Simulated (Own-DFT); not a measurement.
Simulation results for GaP (zincblende, atoms displaced)

All values are calculated (Own-DFT development build). A calculation, not a measurement: plane-wave PBE density functional theory by an unreviewed code, no spin, of a simulated periodic cell, stress positive in tension, free energy of the whole cell less one offset for each atom, forces on such cells passed a denser k mesh, this cell's mesh not checked; offsets are fitted by least squares, one for each functional and potential file, so energies compare only between cells with the same atoms and settings and are not formation energies; the far tail of each file's local potential was reset to the Coulomb form; each entry is a single point on an unrelaxed cell, so the pressure reflects the starting lattice, mostly measured values (interpolated for alloys), from which strain is counted, and rises with the displacements; printed positions are rounded, which can move forces by about a meV/angstrom; the program, named Own-DFT, is a retired in-house code; no spin-orbit coupling; before rounding, a Quantum ESPRESSO 7.3.1 run of the same cell and cutoff gave forces within 1 meV/angstrom rms on each cell, which checks the program and not the settings.

Settings shared by all entries: functional PBE; potential files PseudoDojo norm-conserving, scalar-relativistic, standard set; wave cutoff 42 hartree; occupations Fermi-Dirac; smearing width 0.1 eV; k mesh 2 x 3 x 3 centred on Gamma.

(1) GaP (zincblende, atoms displaced)

```
cell vectors (Å)
  16.3515     0.0000     0.0000
   0.0000    10.9010     0.0000
   0.0000     0.0000    10.9010
atoms (fractions of the cell vectors)
Ga  0.99596  0.01417  0.99089
Ga  0.00337  0.24607  0.26224
Ga  0.16963  0.01064  0.25566
Ga  0.16038  0.25952  0.99157
P   0.08542  0.10722  0.09089
P   0.10001  0.35690  0.36533
P   0.25342  0.12148  0.37768
P   0.23565  0.37518  0.11111
Ga  0.98660  0.99305  0.50546
Ga  0.01051  0.24328  0.73657
Ga  0.15737  0.99755  0.74965
Ga  0.17984  0.26554  0.50705
P   0.08744  0.12130  0.62933
P   0.09934  0.37687  0.88505
P   0.25379  0.10685  0.86391
P   0.24148  0.39043  0.63203
Ga  0.99024  0.49282  0.99338
Ga  0.01455  0.76513  0.23777
Ga  0.17033  0.48141  0.24706
Ga  0.16158  0.74407  0.00063
P   0.06669  0.63559  0.11715
P   0.08615  0.87679  0.35490
P   0.25682  0.61876  0.40120
P   0.24378  0.88174  0.12860
Ga  0.99615  0.50598  0.49542
Ga  0.00228  0.74338  0.74799
Ga  0.17685  0.51262  0.74606
Ga  0.15677  0.73839  0.50687
P   0.07709  0.61934  0.64302
P   0.09070  0.87393  0.87215
P   0.26237  0.65244  0.88234
P   0.25357  0.88026  0.63118
Ga  0.33827  0.01609  0.00085
Ga  0.33543  0.23369  0.25622
Ga  0.49610  0.98935  0.24612
Ga  0.49982  0.21943  0.01967
P   0.41925  0.11562  0.12626
P   0.41094  0.37142  0.37916
P   0.57581  0.13038  0.38398
P   0.55704  0.37894  0.12752
Ga  0.33290  0.00817  0.50546
Ga  0.33168  0.25389  0.74622
Ga  0.49137  0.02150  0.74906
Ga  0.49673  0.24041  0.51693
P   0.40863  0.14351  0.65506
P   0.41712  0.38097  0.89505
P   0.59117  0.09693  0.87657
P   0.58580  0.39317  0.62943
Ga  0.32614  0.49617  0.99288
Ga  0.33719  0.75088  0.24179
Ga  0.48285  0.50833  0.24555
Ga  0.50877  0.76632  0.97274
P   0.43049  0.62718  0.12569
P   0.41463  0.87389  0.37618
P   0.59125  0.63337  0.39489
P   0.59429  0.89660  0.12146
Ga  0.34338  0.48281  0.47922
Ga  0.34723  0.73733  0.74182
Ga  0.50038  0.51981  0.75582
Ga  0.49247  0.74145  0.48086
P   0.42395  0.61027  0.62887
P   0.40875  0.84387  0.86896
P   0.59663  0.62585  0.87050
P   0.59375  0.88243  0.61115
Ga  0.65850  0.00192  0.01238
Ga  0.68124  0.25215  0.26463
Ga  0.82628  0.98334  0.26409
Ga  0.83272  0.27920  0.98927
P   0.75838  0.14193  0.12796
P   0.75104  0.39136  0.38142
P   0.92886  0.11094  0.35308
P   0.89416  0.35142  0.11597
Ga  0.66819  0.99360  0.49776
Ga  0.65872  0.25200  0.75827
Ga  0.84512  0.99665  0.74947
Ga  0.82303  0.25533  0.48928
P   0.75126  0.11826  0.63282
P   0.74632  0.37581  0.85966
P   0.90546  0.14051  0.89051
P   0.93690  0.37844  0.62928
Ga  0.67114  0.50193  0.00796
Ga  0.65889  0.75862  0.26295
Ga  0.83260  0.48784  0.23795
Ga  0.83367  0.75220  0.98840
P   0.73176  0.60102  0.11433
P   0.75400  0.89202  0.38185
P   0.91208  0.61778  0.36713
P   0.93364  0.89014  0.12236
Ga  0.66221  0.50180  0.48699
Ga  0.64039  0.74204  0.73995
Ga  0.81981  0.49111  0.76395
Ga  0.81983  0.76566  0.49918
P   0.76828  0.62198  0.62345
P   0.75468  0.91183  0.87554
P   0.89409  0.62752  0.91424
P   0.91070  0.88432  0.62343
```

* free energy of cell above offsets: -16.421 eV
* pressure: 8.12 GPa
* stress xx: -7.31 GPa
* stress yy: -8.54 GPa
* stress zz: -8.5 GPa
* stress yz: 0.32 GPa
* stress xz: 0.25 GPa
* stress xy: 0.75 GPa

Force:
```tsv
element	x (eV/Å)	y (eV/Å)	z (eV/Å)
Ga	-1.103	-1.415	-2.004
Ga	0.825	0.166	-2.747
Ga	-0.72	-0.225	-1.501
Ga	2.304	-5.056	1.842
P	2.339	2.907	3.749
P	-2.414	0.902	1.087
P	-0.393	0.886	0.905
P	3.485	-0.685	0.705
Ga	2.794	1.366	-1.535
Ga	-0.773	0.902	2.693
Ga	2.033	-0.363	-0.254
Ga	-1.143	-2.239	-0.261
P	0.176	-0.368	-2.598
P	-4.181	3.666	-4.344
P	-0.512	2.186	0.349
P	3.714	-1.336	-1.156
Ga	0.337	-0.463	0.858
Ga	-3.051	-0.567	0.659
Ga	-0.317	3.235	0.487
Ga	0.35	0.621	0.604
P	2.528	-3.314	-0.989
P	0.711	0.648	4.079
P	-1.044	0.679	-2.553
P	1.208	-0.445	-0.462
Ga	0.998	-0.296	-0.507
Ga	-1.874	1.784	1.934
Ga	-1.181	1.581	3.146
Ga	0.906	1.288	-0.167
P	0.796	-0.882	-2.251
P	-2.497	-0.596	0.366
P	-1.357	-1.982	-0.412
P	-0.363	-1.101	-0.446
Ga	-1.53	-2.653	-0.715
Ga	-0.437	1.514	-1.209
Ga	0.967	0.453	1.043
Ga	2.026	2.509	-2.844
P	-1.635	-0.722	2.13
P	3.897	-3.963	-3.04
P	1.126	-0.901	-0.883
P	3.262	-0.623	-0.258
Ga	0.519	-0.842	0.794
Ga	-3.436	3.729	3.743
Ga	1.363	-3.304	0.905
Ga	0.357	1.472	0.126
P	2.126	-2.445	-4.975
P	0.868	-1.431	-1.843
P	-2.352	3.277	-1.129
P	-0.867	-1.441	0.102
Ga	0.011	0.845	1.075
Ga	-0.942	-0.314	0.164
Ga	2.332	-2.292	3.241
Ga	1.442	-1.171	2.071
P	-2.956	3.195	-3.043
P	-0.519	0.631	-0.202
P	-2.131	0.479	-2.769
P	-4.243	-5.144	3.699
Ga	-3.451	3.317	4.917
Ga	-2.602	-0.323	-2.684
Ga	1.282	-2.483	2.003
Ga	0.488	0.649	2.313
P	-1.565	0.993	-3.115
P	1.594	5.283	1.654
P	-2.203	-1.818	2.869
P	-4.07	-1.079	1.18
Ga	6.38	3.163	-1.826
Ga	-2.104	0.036	-0.524
Ga	4.11	3.406	-4.863
Ga	-5.296	-4.267	-5.297
P	-1.007	-1.508	-0.117
P	0	-0.4	-0.872
P	-2.655	-0.228	2.194
P	7.695	4.386	6.87
Ga	0.192	3.247	-0.078
Ga	0.124	-0.973	-1.167
Ga	-1.139	2.65	1.313
Ga	2.094	-1.293	1.594
P	-0.235	1	-0.779
P	-3.011	-1.929	3.036
P	2.062	-0.947	-2.768
P	-3.101	-0.268	0.02
Ga	-5.848	-6.253	-5.588
Ga	1.082	-0.233	-1.255
Ga	-0.55	1.429	0.106
Ga	-5.461	8.15	4.804
P	6.15	7.262	7.19
P	-3.333	-3.015	0.354
P	0.364	1.715	-0.523
P	-3.283	-1.294	0.58
Ga	1.916	-0.551	2.902
Ga	4.219	2.314	-2.392
Ga	4.39	2.957	-2.354
Ga	2.289	-1.769	0.604
P	-3.098	0.136	-0.044
P	-1.156	-3.032	0.995
P	6.053	-7.386	-6.855
P	0.856	-3.386	0.145
```

(2) GaP (zincblende, atoms displaced)

```
cell vectors (Å)
  16.3515     0.0000     0.0000
   0.0000    10.9010     0.0000
   0.0000     0.0000    10.9010
atoms (fractions of the cell vectors)
Ga  0.00326  0.98733  0.98968
Ga  0.00634  0.23724  0.22124
Ga  0.16568  0.01339  0.24620
Ga  0.17181  0.25721  0.00759
P   0.08848  0.13707  0.14944
P   0.07390  0.37309  0.36900
P   0.25995  0.14423  0.38270
P   0.24561  0.37024  0.14168
Ga  0.99169  0.00743  0.47309
Ga  0.99975  0.25175  0.74786
Ga  0.16376  0.00100  0.75316
Ga  0.16595  0.28504  0.50101
P   0.06898  0.13106  0.62182
P   0.07787  0.35150  0.87726
P   0.25708  0.11970  0.83612
P   0.25159  0.38233  0.66401
Ga  0.00276  0.49730  0.98887
Ga  0.01785  0.76975  0.25030
Ga  0.17748  0.48552  0.23704
Ga  0.17935  0.77582  0.98710
P   0.09011  0.62354  0.12362
P   0.08788  0.88574  0.37808
P   0.24633  0.64057  0.38097
P   0.26270  0.87681  0.12926
Ga  0.00307  0.51158  0.48940
Ga  0.98573  0.74563  0.73760
Ga  0.16509  0.52782  0.74804
Ga  0.16463  0.72118  0.50485
P   0.08580  0.62230  0.62275
P   0.08590  0.88269  0.86686
P   0.23324  0.60976  0.88796
P   0.24408  0.87712  0.60737
Ga  0.33606  0.02715  0.99462
Ga  0.33633  0.24214  0.27026
Ga  0.50791  0.99123  0.25668
Ga  0.48288  0.24827  0.99259
P   0.39267  0.14139  0.13105
P   0.41039  0.37367  0.36032
P   0.57837  0.11983  0.34830
P   0.57249  0.36142  0.12238
Ga  0.32099  0.01367  0.49726
Ga  0.32395  0.25745  0.75807
Ga  0.49640  0.98316  0.76853
Ga  0.49964  0.26287  0.50905
P   0.42764  0.14867  0.61574
P   0.42407  0.38578  0.86226
P   0.58548  0.11160  0.87092
P   0.59252  0.37222  0.59235
Ga  0.33807  0.51039  0.01966
Ga  0.34427  0.74777  0.25568
Ga  0.50320  0.48685  0.26443
Ga  0.49202  0.74751  0.98696
P   0.41624  0.60653  0.13269
P   0.41757  0.84942  0.36746
P   0.57995  0.61882  0.36902
P   0.59221  0.88204  0.15117
Ga  0.33689  0.49121  0.50512
Ga  0.32955  0.73155  0.75904
Ga  0.50710  0.51361  0.75458
Ga  0.48393  0.74711  0.48932
P   0.40835  0.63084  0.61607
P   0.42785  0.86975  0.85497
P   0.58110  0.61634  0.88030
P   0.59567  0.89040  0.61243
Ga  0.66604  0.98728  0.01257
Ga  0.66395  0.24945  0.24946
Ga  0.83779  0.00129  0.26565
Ga  0.83638  0.25304  0.00905
P   0.73996  0.09343  0.12765
P   0.74772  0.37109  0.38809
P   0.91225  0.10278  0.39628
P   0.91477  0.37557  0.13918
Ga  0.66591  0.00500  0.51897
Ga  0.67761  0.26019  0.75805
Ga  0.83403  0.00809  0.75499
Ga  0.81467  0.25052  0.49351
P   0.75085  0.11900  0.63734
P   0.74744  0.35544  0.86187
P   0.92408  0.13944  0.88980
P   0.90100  0.36763  0.62467
Ga  0.67039  0.50012  0.99823
Ga  0.66606  0.72182  0.26441
Ga  0.83983  0.51258  0.24995
Ga  0.83662  0.76227  0.00405
P   0.73486  0.61718  0.10849
P   0.74320  0.87536  0.38706
P   0.92024  0.60874  0.39562
P   0.91429  0.87778  0.12809
Ga  0.68299  0.49628  0.50383
Ga  0.65435  0.75622  0.73171
Ga  0.82005  0.50488  0.75222
Ga  0.83425  0.76322  0.53105
P   0.75737  0.63721  0.63002
P   0.75380  0.87800  0.87734
P   0.90964  0.63311  0.89371
P   0.91995  0.88465  0.61026
```

- free energy of cell above offsets: -17.430 eV
- pressure: 8.23 GPa
- stress xx: -8.63 GPa
- stress yy: -8.67 GPa
- stress zz: -7.38 GPa
- stress yz: -0.24 GPa
- stress xz: -1.21 GPa
- stress xy: -0.97 GPa

Force:
```tsv
element	x (eV/Å)	y (eV/Å)	z (eV/Å)
Ga	-0.871	1.427	1.467
Ga	-6.164	4.699	5.178
Ga	2.453	-1.693	1.786
Ga	-0.328	-1.033	-0.941
P	4.182	-4.308	-6.392
P	0.94	0.427	-0.635
P	-4.801	-1.116	1.021
P	4.723	-2.954	-3.273
Ga	7.436	-4.794	5.211
Ga	-2.024	0.009	-0.844
Ga	-0.675	0.302	-3.023
Ga	0.024	-1.459	1.114
P	2.092	-0.817	-1.057
P	1.423	2.65	0.282
P	-1.531	-1.704	4.506
P	-2.07	2.489	-4.307
Ga	0.049	0.124	1.195
Ga	-1.644	-1.896	-1.047
Ga	-4.353	4.694	3.922
Ga	-0.995	-0.784	1.384
P	0.062	0.523	-0.532
P	1.096	-0.086	0.827
P	2.146	-3.252	-2.361
P	-0.612	1.11	-0.677
Ga	1.997	-3.976	2.801
Ga	0.768	0.162	0.792
Ga	-0.933	-3.58	-0.011
Ga	-0.063	4.112	-0.278
P	-3.29	0.019	0.794
P	-0.493	-1.847	0.01
P	3.404	2.091	1.865
P	-0.154	-0.779	1.914
Ga	-1.171	-2.353	-1.204
Ga	-0.859	2.189	-1.78
Ga	-3.654	-1.092	-0.837
Ga	1.301	-0.805	0.361
P	4.176	-1.342	-1.487
P	1.294	1.222	2.986
P	1.262	2.423	4.615
P	1.184	0.801	-0.316
Ga	2.668	-1.223	1.169
Ga	5.312	0.751	-0.759
Ga	5.203	5.738	-5.563
Ga	0.574	-0.011	-4.104
P	-3.292	-3.572	2.963
P	-2.08	-0.278	0.926
P	-0.322	1.049	1.088
P	0.675	1.203	3.983
Ga	-2.496	-2.973	-2.8
Ga	-2.922	-2.305	-2.417
Ga	0.345	-0.157	-1.727
Ga	1.253	-0.415	2.386
P	2.29	3.059	1.322
P	0.182	6.483	0.25
P	-0.564	-0.895	2.929
P	-0.395	-3.061	-2.214
Ga	-1.382	-0.057	-0.293
Ga	-0.932	1.057	-0.464
Ga	-0.932	-1.311	-3.1
Ga	3.9	-1.275	2.254
P	1.365	-1.017	1.507
P	-6.406	-4.052	4.122
P	1.508	2.112	0.092
P	-6.43	-3.588	2.421
Ga	-1.452	-0.827	-2.761
Ga	0.442	-0.173	-0.904
Ga	-1.778	-1.317	-1.272
Ga	-1.193	-0.967	0.505
P	3.312	4.275	2.094
P	-0.34	1.009	-5.023
P	-6.255	8.022	-4.998
P	0.465	0.075	-1.396
Ga	2.465	3.235	-4.343
Ga	-6.099	-4.963	-5.185
Ga	1.454	-0.453	0.941
Ga	3.028	-2.646	2.565
P	-0.396	1.348	-0.884
P	4.412	5.5	6.09
P	-0.435	-1.415	-0.817
P	1.444	0.997	0.281
Ga	-2.59	-4.03	-2.01
Ga	1.132	2.55	-1.105
Ga	-1.213	-0.371	0.479
Ga	-1.669	-0.11	0.508
P	4.205	2.793	3.231
P	1.067	-1.044	-0.258
P	-3.466	5.13	-2.939
P	1.364	0.189	0.859
Ga	-1.347	2.58	0.348
Ga	1.567	-1.023	1.972
Ga	1.758	-0.83	0.627
Ga	-0.615	-0.628	-3.688
P	-2.739	-1.011	0.452
P	-0.966	-0.538	-0.659
P	0.902	-1.644	-2.231
P	1.087	1.22	2.524
```
